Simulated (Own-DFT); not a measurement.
Hf36O71 (tetragonal hafnia with one neutral oxygen vacancy, atoms displaced) (calculated)

All values are calculated (Own-DFT development build). A calculation, not a measurement: plane-wave PBE and HSE06 DFT by an unreviewed code, no spin, of a simulated cell at Gamma alone, so results move with cell size and shape, stress positive in tension, energies less offsets, not probed for a lower state with spin; hafnium file: forces about 75 meV/angstrom off all-electron values; oxygen file: force components 24 meV/angstrom off all-electron in a glass; k mesh not checked against a denser one; forces and stress are PBE's, HSE06 gives the energy alone, and its difference from PBE has offsets of its own; offsets are fitted by least squares, one for each functional and potential file, so energies compare only between cells with the same atoms and settings and are not formation energies; the far tail of each file's local potential was reset to the Coulomb form; each entry is a single point on an unrelaxed cell, so the pressure reflects the starting lattice, taken from the Materials Project, from which strain is counted, and rises with the displacements; printed positions are rounded, which can move forces by about a meV/angstrom; the program is a retired in-house code; no spin-orbit coupling.

### Hf36O71 (tetragonal hafnia with one neutral oxygen vacancy, atoms displaced)

```
cell vectors (Å)
  10.7800     0.0000     0.0000
   0.0000    10.7800     0.0000
   0.0000     0.0000    10.4493
atoms (fractions of the cell vectors)
Hf  0.99994  0.00153  0.99995
Hf  0.16736  0.16583  0.24699
O   0.99971  0.16279  0.15482
O   0.16609  0.00151  0.35050
O   0.99641  0.16310  0.40423
O   0.16754  0.00117  0.10175
Hf  0.00116  0.99699  0.50050
Hf  0.16904  0.16688  0.75166
O   0.99870  0.16241  0.65567
O   0.16546  0.00219  0.84522
O   0.99871  0.16450  0.90451
O   0.16699  0.99921  0.59897
Hf  0.00240  0.33016  0.00366
Hf  0.16785  0.49878  0.25453
O   0.00083  0.49457  0.15052
O   0.16470  0.33180  0.34780
O   0.00047  0.50178  0.40293
O   0.16660  0.32862  0.09756
Hf  0.99738  0.32981  0.50178
Hf  0.16194  0.49909  0.74716
O   0.00148  0.50035  0.64688
O   0.16814  0.33558  0.84838
O   0.99660  0.50014  0.90440
O   0.16595  0.32989  0.59803
Hf  0.99768  0.67247  0.00088
Hf  0.16499  0.83305  0.25110
O   0.99714  0.83453  0.15282
O   0.16906  0.66710  0.34351
O   0.00228  0.83536  0.40024
O   0.16593  0.66196  0.09790
Hf  0.99387  0.66287  0.50192
Hf  0.16734  0.83396  0.75101
O   0.99817  0.83391  0.65358
O   0.16296  0.66571  0.84576
O   0.99683  0.83272  0.90570
O   0.16803  0.66835  0.60060
Hf  0.33438  0.99545  0.99451
Hf  0.49946  0.16813  0.24998
O   0.33618  0.16442  0.14946
O   0.50484  0.99483  0.34318
O   0.33331  0.16309  0.40534
O   0.49589  0.00186  0.09778
Hf  0.33378  0.99930  0.49841
Hf  0.50004  0.16750  0.75332
O   0.33297  0.16082  0.64699
O   0.49627  0.99726  0.85426
O   0.32832  0.16512  0.90194
Hf  0.33212  0.32905  0.00033
Hf  0.50164  0.50397  0.25246
O   0.33097  0.50752  0.15081
O   0.50047  0.33442  0.34574
O   0.32788  0.50275  0.40360
O   0.49483  0.32975  0.09385
Hf  0.33137  0.32708  0.49920
Hf  0.50317  0.49992  0.75049
O   0.33082  0.49989  0.64713
O   0.50101  0.33159  0.84432
O   0.33917  0.50228  0.90196
O   0.49582  0.33577  0.60196
Hf  0.33349  0.66513  0.99335
Hf  0.49866  0.83046  0.24412
O   0.33512  0.82820  0.15324
O   0.50333  0.66660  0.34659
O   0.33471  0.83397  0.40191
O   0.50400  0.66715  0.09488
Hf  0.33456  0.66803  0.50009
Hf  0.49727  0.82679  0.75677
O   0.33468  0.83475  0.65723
O   0.49633  0.66278  0.85463
O   0.33614  0.83038  0.90396
O   0.50027  0.66291  0.59621
Hf  0.67083  0.00506  0.00288
Hf  0.83089  0.16729  0.25084
O   0.66794  0.16882  0.15020
O   0.83390  0.99528  0.34850
O   0.66338  0.16547  0.40174
O   0.83019  0.99843  0.09533
Hf  0.66001  0.00082  0.50500
Hf  0.83303  0.16875  0.75340
O   0.66524  0.16779  0.65661
O   0.82718  0.99994  0.84409
O   0.66724  0.16612  0.89859
O   0.83231  0.00353  0.59842
Hf  0.67037  0.33390  0.99601
Hf  0.83498  0.50493  0.24946
O   0.66140  0.49895  0.15791
O   0.83703  0.33251  0.34343
O   0.66648  0.49868  0.40444
O   0.83057  0.33739  0.10229
Hf  0.66406  0.33407  0.50073
Hf  0.83913  0.49660  0.74816
O   0.66430  0.50187  0.65350
O   0.83551  0.33169  0.85235
O   0.66911  0.50298  0.90187
O   0.83225  0.33746  0.60241
Hf  0.66810  0.66667  0.99612
Hf  0.83341  0.83975  0.24945
O   0.66751  0.83675  0.15175
O   0.83259  0.66407  0.34513
O   0.66424  0.83214  0.39970
O   0.83278  0.66741  0.09686
Hf  0.66481  0.66593  0.50289
Hf  0.83209  0.83550  0.74806
O   0.66710  0.82985  0.65330
O   0.83638  0.66419  0.84270
O   0.66496  0.83366  0.90555
O   0.83365  0.66428  0.60280
```

It was run with first functional PBE, second functional HSE06, exact exchange share 0.25, screening 0.11 1/bohr, exchange divergence Gygi-Baldereschi, potential files PseudoDojo norm-conserving, scalar-relativistic, made for PBE, standard set, wave cutoff 48 hartree, occupations fixed and k mesh 1 x 1 x 1 centred on Gamma.

It finds PBE energy of cell above offsets -101.089 eV; HSE06 less PBE above offsets -0.155 eV; PBE pressure 0.73 GPa; PBE stress xx 0.33 GPa; PBE stress yy -1.07 GPa; PBE stress zz -1.45 GPa; PBE stress yz -0.6 GPa; PBE stress xz 0.06 GPa; PBE stress xy 0.01 GPa.

Force:
```tsv
element	x (eV/Å)	y (eV/Å)	z (eV/Å)
Hf	0.376	-0.485	0.567
Hf	0.215	-0.392	0.233
O	-0.446	0.185	-0.32
O	0.11	-0.098	-0.319
O	0.026	0.548	0.186
O	-0.171	-0.214	-0.773
Hf	-0.245	0.222	0.224
Hf	-0.178	0.185	-0.699
O	0.242	0.642	0.1
O	-0.012	-0.795	0.65
O	0.011	0.234	-0.057
O	0.101	-0.238	-0.113
Hf	-0.74	1.301	0.099
Hf	0.196	0.833	-0.895
O	-0.032	0.042	0.582
O	0.129	-0.492	0.182
O	-0.09	-0.618	0.106
O	0.284	-0.209	0.203
Hf	0.266	-0.147	-0.732
Hf	1.448	0.526	0.162
O	-0.184	-0.146	0.164
O	-0.272	-0.336	-0.054
O	0.116	-0.415	-0.422
O	-0.251	-0.141	-0.014
Hf	0.599	-1.426	0.273
Hf	0.275	-0.071	-0.157
O	0.568	0.02	-0.272
O	-0.218	0.163	0.536
O	-0.054	-1.026	0.382
O	-0.514	0.712	-0.607
Hf	1.032	0.937	-0.357
Hf	-0.596	-0.379	-0.699
O	0.268	0.039	0.024
O	0.226	0.238	0.127
O	0.189	1.085	-0.471
O	-0.532	0.223	-0.626
Hf	0.258	0.698	1.303
Hf	0.178	-0.653	-0.383
O	-0.745	0.325	0.555
O	-0.329	1.07	0.688
O	0.276	0.297	-0.962
O	0.687	-0.059	-0.291
Hf	0.213	-0.349	0.54
Hf	-0.268	-0.727	-0.495
O	0.452	0.014	0.737
O	-0.055	0.31	-1.344
O	0.137	0.04	-0.439
Hf	0.145	1.001	-0.061
Hf	-1.063	-0.189	-0.697
O	0.491	-0.644	0.479
O	-0.209	-0.107	0.454
O	0.249	-0.806	-0.071
O	1.07	0.014	-0.045
Hf	0.12	1.422	0.316
Hf	-1.501	-0.391	-0.309
O	0.106	0.014	0.994
O	0.098	0.392	0.465
O	-0.397	-1.187	-0.222
O	0.556	-0.298	-0.747
Hf	-0.202	-1.058	2.101
Hf	0.802	0.178	0.334
O	-0.959	0.28	-0.374
O	-0.234	-0.026	0.428
O	-0.136	-0.081	0.251
O	-0.352	0.111	0.113
Hf	-0.739	-0.575	-0.071
Hf	0.752	0.884	-0.26
O	0.265	0.227	-0.266
O	0.478	0.399	-0.964
O	-0.475	0.343	-0.797
O	-0.225	0.289	0.668
Hf	-1.648	-1.058	-0.333
Hf	0.378	-0.125	0.468
O	-0.316	-0.219	-0.035
O	-0.039	1.374	-0.184
O	0.264	0.274	0.398
O	1.216	0.282	0.384
Hf	0.083	-0.73	-0.653
Hf	0.045	-0.807	-0.604
O	-0.184	-0.208	-0.559
O	0.299	0.198	0.655
O	-0.066	0.412	0.427
O	-0.391	-0.315	-0.303
Hf	-0.63	0.218	0.895
Hf	-0.039	-1.01	-0.672
O	1.058	-0.081	-0.601
O	-0.15	0.186	0.892
O	0.048	-0.064	0.295
O	0.357	-0.533	-0.853
Hf	-0.42	-0.091	0.055
Hf	-0.697	0.64	0.67
O	0.855	-0.246	0.003
O	-0.26	0.229	-0.101
O	-0.109	-0.945	-0.15
O	-0.076	-0.238	-0.392
Hf	-0.058	0.465	0.886
Hf	-0.783	-1.176	0.227
O	0.022	0.073	-0.03
O	0.252	1.115	0.711
O	0.345	0.018	1.131
O	-0.144	-0.376	-0.009
Hf	0.301	0.584	-0.739
Hf	0.083	-0.405	0.259
O	-0.822	0.356	-0.028
O	-0.181	0.562	0.237
O	0.063	0.045	-0.412
O	-0.248	-0.076	-0.777
```
